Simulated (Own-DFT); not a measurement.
# Stretching a layer in its plane: wurtzite AlGaN with randomly placed atoms, 72 atoms (Al9Ga27N36)

Everything here is calculated. The program is Own-DFT (plane waves, in-house, since retired, never reviewed by a person); positions were held fixed, and spin and spin-orbit coupling were off.

Method: PBE; PseudoDojo norm-conserving scalar-relativistic files (stringent for Ga); cutoff 96 hartree; 4 x 4 x 3 k mesh centred on Gamma; Gaussian smearing of 0.01 eV.

Caveats: forces on such cells passed a denser k mesh, each cell not checked; stress not checked against mesh or cutoff.

Unstrained cell vectors in Å: (9.509, 0.000, 0.000); (-4.755, 8.235, 0.000); (0.000, 0.000, 10.268). The unstrained cell has measured lattice constants (interpolated for alloys), not those of this functional. That, the random moves and any unrelaxed bonds set the pressure at no strain. Each run strains x and y alike by e, as a substrate would, and holds the height along z. All atoms carry random offsets, Gaussian with a width of 0.05 Å per axis. The random placing of the alloy's atoms differs from row to row. Stress is positive in tension.

| e (%) | u (Å) | (s_xx + s_yy)/2 (GPa) | s_zz (GPa) |
|---|---|---|---|
| -3.00 | 0.051 | -26.84 | -10.88 |
| -2.25 | 0.053 | -20.78 | -12.02 |
| -1.75 | 0.051 | -17.24 | -10.65 |
| -0.50 | 0.052 | -10.92 | -6.70 |
| 0.25 | 0.051 | -5.93 | -6.60 |
| 0.50 | 0.050 | -4.36 | -7.56 |
| 1.00 | 0.051 | -2.11 | -6.27 |
| 1.50 | 0.046 | ? | ? |
| 2.25 | 0.050 | 3.96 | -3.75 |
| 2.50 | 0.049 | 5.66 | -5.48 |

## Analysis

With e as a fraction, the in-plane stress is -7.3 + 564 e - 2283 e² GPa (errors 10 and 597, scatter 0.52), and s_zz is -7.6 + 134 e GPa (slope ± 20, scatter 1.10). At e = 0 the first slope is C11 + C12 and the second 2 C13, both with the ions held to the strained lattice and at the cell's own pressure. The term in e² is negative: the layer stiffens under compression and softens under tension. A free layer would change its height as e changes, and the in-plane slope would drop by 2 C13²/C33 to the biaxial modulus. At fixed height, a misfit of 1 % moves the in-plane stress by about 5.6 GPa and s_zz by 1.3 GPa.

## Test on the hidden row

The question: what are the two stresses at e = 1.50 %?

The fit gives 0.6 and -5.6 GPa. The run itself gave 1.85 and -6.14 GPa.
